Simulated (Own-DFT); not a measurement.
Simulation results for Hf36O71 (tetragonal hafnia with one neutral oxygen vacancy, atoms displaced)

A calculation, not a measurement: plane-wave PBE and HSE06 DFT by an unreviewed code, no spin, of a simulated cell at Gamma alone, so results move with cell size and shape, stress positive in tension, energies less offsets, not probed for a lower state with spin; hafnium file: forces about 75 meV/angstrom off all-electron values; oxygen file: force components 24 meV/angstrom off all-electron in a glass; k mesh not checked against a denser one; forces and stress are PBE's, HSE06 gives the energy alone, and its difference from PBE has offsets of its own; offsets are fitted by least squares, one for each functional and potential file, so energies compare only between cells with the same atoms and settings and are not formation energies; the far tail of each file's local potential was reset to the Coulomb form; each entry is a single point on an unrelaxed cell, so the pressure reflects the starting lattice, taken from the Materials Project, from which strain is counted, and rises with the displacements; printed positions are rounded, which can move forces by about a meV/angstrom; the program is a retired in-house code; no spin-orbit coupling. Program: Own-DFT development build.

```xyz
107
Lattice="10.7800 0.0000 0.0000 0.0000 10.7800 0.0000 0.0000 0.0000 10.4493" Properties=species:S:1:pos:R:3:force_x:R:1:force_y:R:1:force_z:R:1 formula=Hf36O71 first_functional=PBE second_functional=HSE06 exact_exchange_share=0.25 screening=0.11 exchange_divergence=Gygi-Baldereschi potential_files=PseudoDojo_norm-conserving,scalar-relativistic,made_for_PBE,standard_set wave_cutoff=48 occupations=fixed k_mesh=1_x_1_x_1_centred_on_Gamma PBE_energy_of_cell_above_offsets=-85.549 HSE06_less_PBE_above_offsets=0.632 PBE_pressure=6.21 PBE_stress_xx=-7.49 PBE_stress_yy=-5.05 PBE_stress_zz=-6.08 PBE_stress_yz=-1.43 PBE_stress_xz=0.13 PBE_stress_xy=-0.65
Hf     0.0944     0.0639     0.0381     -2.086     -2.045       0.03
Hf     1.9974     1.7771     2.4407     -2.964      0.473      2.388
O      0.1432     1.9876     1.6500     -1.886      -0.61     -1.389
O      1.7978     0.0443     3.5464        1.5     -0.454      1.308
O      0.1109     1.6231     4.0555      -1.49      3.377      1.717
O      1.8601    10.6856     1.0624      0.144      0.136      0.396
Hf    10.6936     0.1079     5.3398        2.4     -1.363     -2.376
Hf     2.0452     1.7733     7.8593     -1.474      0.232      0.927
O     10.6622     1.6569     6.7590      2.532      2.021      0.384
O      1.8664    10.6301     9.0547     -0.375      2.995     -1.279
O      0.0505     1.6716     9.4237     -0.663      2.522     -0.578
O      1.8099    10.7514     6.2664      1.041      1.011      1.163
Hf     0.0296     3.7177     0.0059      0.878     -0.963      1.516
Hf     1.9745     5.4532     2.5749     -5.439     -0.016      1.466
O      0.0430     5.3623     1.5546     -1.235     -0.911      0.991
O      1.8587     3.4879     3.5539     -0.339      2.241      1.148
O      0.0736     5.2957     4.2164     -0.846      1.129      0.193
O      1.9382     3.6105     1.0924      0.023      1.018     -1.594
Hf     0.0390     3.5446     5.1198      1.337     -2.204     -0.368
Hf     1.8717     5.4064     7.9167     -3.284      2.015       0.17
O     10.6719     5.5562     6.9423      5.108      -0.74     -3.105
O      1.5116     3.6296     8.9325      1.915     -1.511     -1.237
O      0.0969     5.4607     9.4493     -0.692     -1.055     -0.222
O      1.8411     3.5558     6.2837      -0.83     -0.465      0.142
Hf    10.6137     7.1308    10.4486      2.775      1.098       0.54
Hf     1.6674     9.0945     2.6645      0.182     -1.964     -1.161
O     10.6221     8.9200     1.6125      3.357      1.349      -0.19
O      1.8262     7.2256     3.6883      -0.58      0.108     -0.983
O     10.7610     9.0343     4.1906      0.335     -1.054      0.125
O      1.6985     7.1339     1.0404      1.519       0.17     -0.514
Hf     0.0044     7.1985     5.1675      2.166      0.292      1.591
Hf     1.8322     9.1119     7.8654      0.472     -3.444     -0.414
O      0.0901     9.0876     6.8979       0.38     -0.848     -0.554
O      1.8220     7.2400     8.6980      0.389      0.043       0.64
O      0.0389     8.8961     9.5667      0.097      1.553      -0.77
O      1.8142     7.1673     6.2154     -0.608      0.138     -1.395
Hf     3.7826    10.7510     0.0356     -6.803     -0.188      -3.01
Hf     5.5016     1.7507     2.6619     -1.657      1.346      0.804
O      3.6537     1.8800     1.4975      2.573     -0.594     -0.491
O      5.3949    10.6792     3.8020      0.137      1.662     -2.615
O      3.5607     1.9015     4.1527      0.742     -2.282      1.109
O      5.2999     0.0913     0.9514      5.619      0.014      4.563
Hf     3.4822    10.6363     5.1906      2.119      2.066      0.469
Hf     5.4724     1.8059     7.8533     -0.033     -1.164     -0.807
O      5.2054     0.0298     8.9424      1.698       1.02     -1.301
O      3.5526     1.7826     9.3864     -0.474      1.926     -0.461
O      5.4394    10.7800     6.1463     -2.035      1.289      1.605
Hf     3.6567     3.6998     0.0613     -0.434     -2.131      0.176
Hf     5.3914     5.4577     2.5727      1.795     -2.392      0.985
O      3.6000     5.5077     1.6970       2.69     -0.707     -2.737
O      5.3228     3.6248     3.7752      0.096     -0.575      -1.89
O      3.5177     5.4884     4.2546       0.03     -4.303     -1.809
O      5.4114     3.5884     1.0949      0.171      0.567     -0.562
Hf     3.6084     3.6093     5.2169     -0.133     -1.096     -1.196
Hf     5.2983     5.2887     7.8104      1.485      2.842     -1.102
O      3.4959     5.5752     6.9047      2.937     -1.464     -1.399
O      5.4617     3.6282     8.8123     -0.327     -0.912      1.159
O      3.5167     5.4511     9.4272      0.952      -1.71      0.225
O      5.4248     3.6576     6.2546      -0.86     -0.199      0.904
Hf     3.7403     7.1933     0.0142     -7.194       1.86      -3.16
Hf     5.2785     9.0199     2.6241      3.475     -0.934      0.935
O      3.6672     8.8911     1.6942     -3.098      1.023     -1.476
O      5.4473     7.1094     3.6023     -0.338      2.177      0.425
O      3.5835     9.0178     4.1768       0.06     -1.829      -0.48
O      5.1788     7.2691     1.0545      7.104     -1.075      1.765
Hf     3.6837     7.0911     5.1308     -2.006      4.568      3.415
Hf     5.3271     8.9732     7.9175      2.479      1.548     -0.451
O      3.8261     8.9194     6.7885     -4.776       1.45     -1.451
O      5.3878     7.2382     8.7204     -0.331     -3.473      2.549
O      3.6757     9.0029     9.4370      0.185     -1.146      0.962
O      5.3531     7.2087     6.2231      2.212      -1.64     -1.044
Hf     7.1742     0.0153    10.4027      2.291     -2.589     -0.108
Hf     8.8803     1.8518     2.7263      2.979     -3.579     -1.852
O      7.2185     1.7633     1.6117     -1.689      0.838      0.406
O      9.0266    10.7407     3.7025     -0.712      1.717     -0.403
O      7.1651     1.7671     4.2493      0.096      0.864     -1.201
O      8.8181     0.0822     1.0579      2.611      0.063      0.571
Hf     7.1240    10.7336     5.1638      1.897     -0.957      2.129
Hf     9.1239     1.9618     7.9221     -1.444       -3.7      0.287
O      7.2724     1.6875     6.8328     -0.136      0.772      0.746
O      9.0448    10.6667     8.9622     -0.005      1.687     -0.812
O      7.2701     1.7716     9.5038     -0.701      1.308     -0.834
O      9.1623    10.6639     6.2604     -5.915     -0.739      1.276
Hf     7.3079     3.6098     0.0326     -2.295      0.631     -1.248
Hf     8.9643     5.4482     2.7542      0.871     -0.634     -3.223
O      7.1688     5.4332     1.5611      0.109      0.574      0.038
O      8.9704     3.5899     3.5461        0.1      1.074      2.012
O      7.0151     5.2763     4.1339      1.785      1.439      0.435
O      8.9001     3.6048     0.9819      2.273     -0.143      1.339
Hf     7.2057     3.6207     5.2671     -1.163     -0.209      -0.17
Hf     9.0408     5.3809     7.6657     -2.892      0.969      3.978
O      7.3140     5.2716     6.7700     -2.709      0.496     -1.028
O      8.9110     3.6747     8.9300      0.865      0.173      -0.41
O      7.2379     5.5649     9.3956      -0.65     -2.771     -0.192
O      8.9725     3.5640     6.2010      2.048     -0.148      0.245
Hf     7.1885     7.1513    10.4084      0.571      3.312       0.87
Hf     9.0623     9.0085     2.6599     -3.135      0.612      0.111
O      7.1808     9.0131     1.6054     -1.378     -0.256     -0.043
O      8.9425     7.1093     3.7367      0.312       0.65      0.639
O      7.2779     8.9722     4.1588     -0.524     -1.002      1.127
O      9.0417     7.2490     1.1681     -2.783     -1.426      -0.54
Hf     7.2103     7.1958     5.1826     -0.831      0.807       1.54
Hf     9.1055     8.8928     7.8436     -1.714      2.892      0.142
O      7.1051     8.9594     6.9995      1.572      0.031      -2.86
O      9.0900     7.1818     8.7561     -0.302     -1.822      2.145
O      7.2562     8.9847     9.2834     -0.766     -0.485      3.252
O      9.0003     7.2875     6.3089     -0.451      -0.26     -1.677
```

Units: screening in 1/bohr; wave_cutoff in hartree; PBE_energy_of_cell_above_offsets, HSE06_less_PBE_above_offsets in eV; PBE_pressure, PBE_stress_xx, PBE_stress_yy, PBE_stress_zz, PBE_stress_yz, PBE_stress_xz, PBE_stress_xy in GPa; force_x, force_y, force_z in eV/Å.
